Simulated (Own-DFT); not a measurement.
# What a defect does to the pressure of its cell: wurtzite GaN

Everything here is calculated. The program is Own-DFT (plane waves, in-house, since retired, never reviewed by a person); positions were held fixed, and spin and spin-orbit coupling were off.

Common settings: PBE; PseudoDojo norm-conserving scalar-relativistic files; cutoff 42 hartree; 4 x 4 x 3 k mesh centred on Gamma; Fermi-Dirac smearing of 0.1 eV.

Keep in mind (not all hold for every row): not probed for a lower state with spin; forces not confirmed at this smearing and k mesh; stress not checked against mesh or cutoff.

All runs share one cell, with vectors in Å (9.567, 0.000, 0.000); (-4.784, 8.285, 0.000); (0.000, 0.000, 10.370) and a volume of 822.0 Å³. The atoms are randomly displaced, by u rms on each axis. The defect's site can differ from row to row.

```
cell,formula,u (Å),P (GPa)
no defect,Ga36N36,0.0184,5.89
no defect,Ga36N36,0.0469,7.31
no defect,Ga36N36,0.0518,7.75
one N on a Ga site,Ga35N37,0.0277,?
one N on a Ga site,Ga35N37,0.0290,5.61
one N on a Ga site,Ga35N37,0.0492,6.47
one N on a Ga site,Ga35N37,0.0499,6.28
one Ga on an N site,Ga37N35,0.0298,12.09
one Ga on an N site,Ga37N35,0.0500,13.11
one Ga on an N site,Ga37N35,0.0521,13.74
```

## What the rows give

P = P0 + c u² + a shift for each defect gives P0 = 5.75 GPa, c = 709 ± 88 GPa/Å² and a scatter of 0.23 GPa. The shifts, and each times the cell's volume:

- one Ga on an N site: 5.79 ± 0.19 GPa, 29.7 eV
- one N on a Ga site: -0.99 ± 0.19 GPa, -5.1 eV

A positive shift means that the defect pushes the cell outwards. Shift times volume (160.2 GPa Å³ is 1 eV) depends little on the cell's size, so, taken for each site, it can be compared between cells at like pressure. The atoms around the defects weren't relaxed, which would change these numbers.

## Prediction

Asked: what pressure belongs in the blank (one N on a Ga site, u = 0.0277 Å)?

Estimate: 5.30 ± 0.28 GPa. The hidden result is 5.43 GPa.
